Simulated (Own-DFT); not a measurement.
# One host, several defects: wurtzite GaN

Calculated, not measured: single-point runs of Own-DFT, a retired in-house plane-wave DFT program that no person has reviewed, on unrelaxed cells, without spin or spin-orbit coupling.

Method: PBE; PseudoDojo norm-conserving scalar-relativistic files; cutoff 42 hartree; 4 x 4 x 3 k mesh centred on Gamma; Fermi-Dirac smearing of 0.1 eV.

Caveats (not all hold for every row): not probed for a lower state with spin; forces not confirmed at this smearing and k mesh; stress not checked against mesh or cutoff.

All runs share one cell, with vectors in Å (9.567, 0.000, 0.000); (-4.784, 8.285, 0.000); (0.000, 0.000, 10.370) and a volume of 822.0 Å³. u is the rms random offset of the atoms per axis. The defect's site can differ from row to row.

| cell | formula | u (Å) | P (GPa) |
|---|---|---|---|
| no defect | Ga36N36 | 0.0178 | 5.87 |
| no defect | Ga36N36 | 0.0199 | 5.96 |
| no defect | Ga36N36 | 0.0519 | 7.47 |
| one N on a Ga site | Ga35N37 | 0.0302 | ? |
| one N on a Ga site | Ga35N37 | 0.0320 | 5.49 |
| one N on a Ga site | Ga35N37 | 0.0488 | 6.69 |
| one N on a Ga site | Ga35N37 | 0.0495 | 6.65 |
| one Ga on an N site | Ga37N35 | 0.0316 | 12.12 |
| one Ga on an N site | Ga37N35 | 0.0331 | 12.22 |
| one Ga on an N site | Ga37N35 | 0.0508 | 13.40 |

## What the rows give

P = P0 + c u² + a shift for each defect gives P0 = 5.60 GPa, c = 736 ± 39 GPa/Å² and a scatter of 0.10 GPa. The shifts, and each times the cell's volume:

- one Ga on an N site: 5.84 ± 0.08 GPa, 30.0 eV
- one N on a Ga site: -0.76 ± 0.09 GPa, -3.9 eV

A positive shift means that the defect pushes the cell outwards. Shift times volume (160.2 GPa Å³ is 1 eV) depends little on the cell's size, so, taken for each site, it can be compared between cells at like pressure. The atoms around the defects weren't relaxed, which would change these numbers.

## Withheld run

Question: what pressure belongs in the blank (one N on a Ga site, u = 0.0302 Å)?

The fitted form gives 5.51 ± 0.12 GPa. Computed: 5.32 GPa.
